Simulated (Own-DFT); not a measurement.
# Stretching a layer in its plane: wurtzite GaN, 72 atoms (Ga36N36)

The numbers are computed, not measured, by runs of the plane-wave DFT program Own-DFT (in-house, retired, unreviewed) at fixed positions, with no spin and no spin-orbit coupling.

All runs used: PBE; PseudoDojo norm-conserving scalar-relativistic files (stringent for Ga); cutoff 96 hartree; 4 x 4 x 3 k mesh centred on Gamma; Gaussian smearing of 0.01 eV.

Limits: forces not confirmed at this smearing and k mesh; stress not checked against mesh or cutoff.

Unstrained cell vectors in Å: (9.567, 0.000, 0.000); (-4.784, 8.285, 0.000); (0.000, 0.000, 10.370). The unstrained cell has measured lattice constants (interpolated for alloys), not those of this functional. That, the random moves and any unrelaxed bonds set the pressure at no strain. Each run strains x and y alike by e, as a substrate would, and holds the height along z. All atoms carry random offsets, Gaussian with a width of 0.05 Å per axis. Stress is positive in tension.

```
e (%),u (Å),(s_xx + s_yy)/2 (GPa),s_zz (GPa)
-2.75,0.051,-25.55,-10.27
-2.50,0.049,-22.19,-10.83
-0.75,0.052,-11.76,-8.73
-0.25,0.049,-8.46,-7.36
0.50,0.051,?,?
0.75,0.053,-3.25,-6.21
1.00,0.052,-1.44,-7.16
1.25,0.050,-0.68,-5.58
2.75,0.050,5.07,-2.46
3.00,0.057,6.07,-5.63
```

## Working it out

With e as a fraction, the in-plane stress is -7.0 + 548 e - 3761 e² GPa (errors 9 and 496, scatter 0.52), and s_zz is -7.5 + 117 e GPa (slope ± 18, scatter 1.05). At e = 0 the first slope is C11 + C12 and the second 2 C13, both with the ions held to the strained lattice and at the cell's own pressure. The term in e² is negative: the layer stiffens under compression and softens under tension. A free layer would change its height as e changes, and the in-plane slope would drop by 2 C13²/C33 to the biaxial modulus. At fixed height, a misfit of 1 % moves the in-plane stress by about 5.5 GPa and s_zz by 1.2 GPa.

## Prediction

The question: what are the two stresses at e = 0.50 %?

The fit gives -4.4 and -6.9 GPa. The hidden result is -4.57 and -6.54 GPa.
